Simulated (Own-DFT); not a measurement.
# PBE against PBEsol on the same cells

Calculated results; nothing here was measured. They come from Own-DFT, an in-house plane-wave density functional program, since retired, whose code no person has reviewed. Each row is one single-point run on a periodic cell that was not relaxed, without spin or spin-orbit coupling.

Known limits, some of them of some rows only: not probed for a lower state with spin; forces on such cells failed a check on a denser k mesh; forces on such cells moved up to 12 meV/angstrom on a denser k mesh; forces on such cells passed a denser k mesh, each cell not checked; stress not checked against mesh or cutoff.

Each cell was run twice at the same cutoff, k mesh and smearing, with PBE and with PBEsol, on PseudoDojo norm-conserving files made for PBE. Atoms were moved at random from their sites; u is the rms move along one axis. Files made for PBEsol would give a somewhat different change.

| cell | atoms | volume (Å³/atom) | u (Å) | cutoff (hartree) | P with PBE (GPa) | P with PBEsol (GPa) | change (GPa) |
|---|---|---|---|---|---|---|---|
| C49 TiSi2 (Si40Ti20) | 60 | 13.67 | 0.048 | 42 | 8.87 | 5.39 | -3.48 |
| C49 TiSi2 (Si40Ti20) | 60 | 14.34 | 0.053 | 42 | 1.43 | -1.85 | -3.28 |
| C49 TiSi2 (Si40Ti20) | 60 | 13.66 | 0.052 | 42 | 9.36 | 5.88 | -3.48 |
| D0_22 TiAl3 with one Ti vacancy (Al30Ti9) | 39 | 16.04 | 0.056 | 42 | 2.50 | 0.71 | -1.79 |
| D0_22 TiAl3 with one Ti vacancy (Al30Ti9) | 39 | 16.04 | 0.081 | 42 | 3.50 | 1.71 | -1.79 |
| D0_22 TiAl3 with one Ti vacancy (Al30Ti9) | 39 | 16.04 | 0.045 | 42 | 2.08 | 0.29 | -1.79 |
| diamond-structure SiGe in clusters (Ge16Si48) | 64 | 20.66 | 0.028 | 42 | 2.43 | 0.65 | -1.79 |
| diamond-structure SiGe in clusters (Ge16Si48) | 64 | 20.66 | 0.028 | 42 | 2.45 | 0.66 | -1.79 |
| diamond-structure SiGe in clusters (Ge16Si48) | 64 | 20.66 | 0.062 | 42 | 3.20 | ? | ? |
| wurtzite AlGaN with randomly placed atoms (Al27Ga9N36) | 72 | 10.68 | 0.076 | 42 | 9.51 | 6.37 | -3.14 |
| wurtzite AlGaN with randomly placed atoms (Al27Ga9N36) | 72 | 10.68 | 0.080 | 42 | 9.52 | 6.40 | -3.12 |
| wurtzite AlGaN with randomly placed atoms (Al27Ga9N36) | 72 | 10.79 | 0.049 | 42 | 4.36 | 1.26 | -3.11 |

## Worked reading

Mean change of pressure by composition, in GPa: Si2Ti, -3.41; Al3GaN4, -3.12; Al10Ti3, -1.79; GeSi3, -1.79. At a fixed cell PBEsol gives the lower pressure, because it favours a smaller volume than PBE. Here the change varies more between materials than between cells of one material.

## Withheld value

Question: what PBEsol pressure should the Ge16Si48 cell with the blank give?

Adding the mean change of the cells with its composition, -1.79 GPa, to 3.20 gives 1.4 GPa. The calculation gave 1.42 GPa.
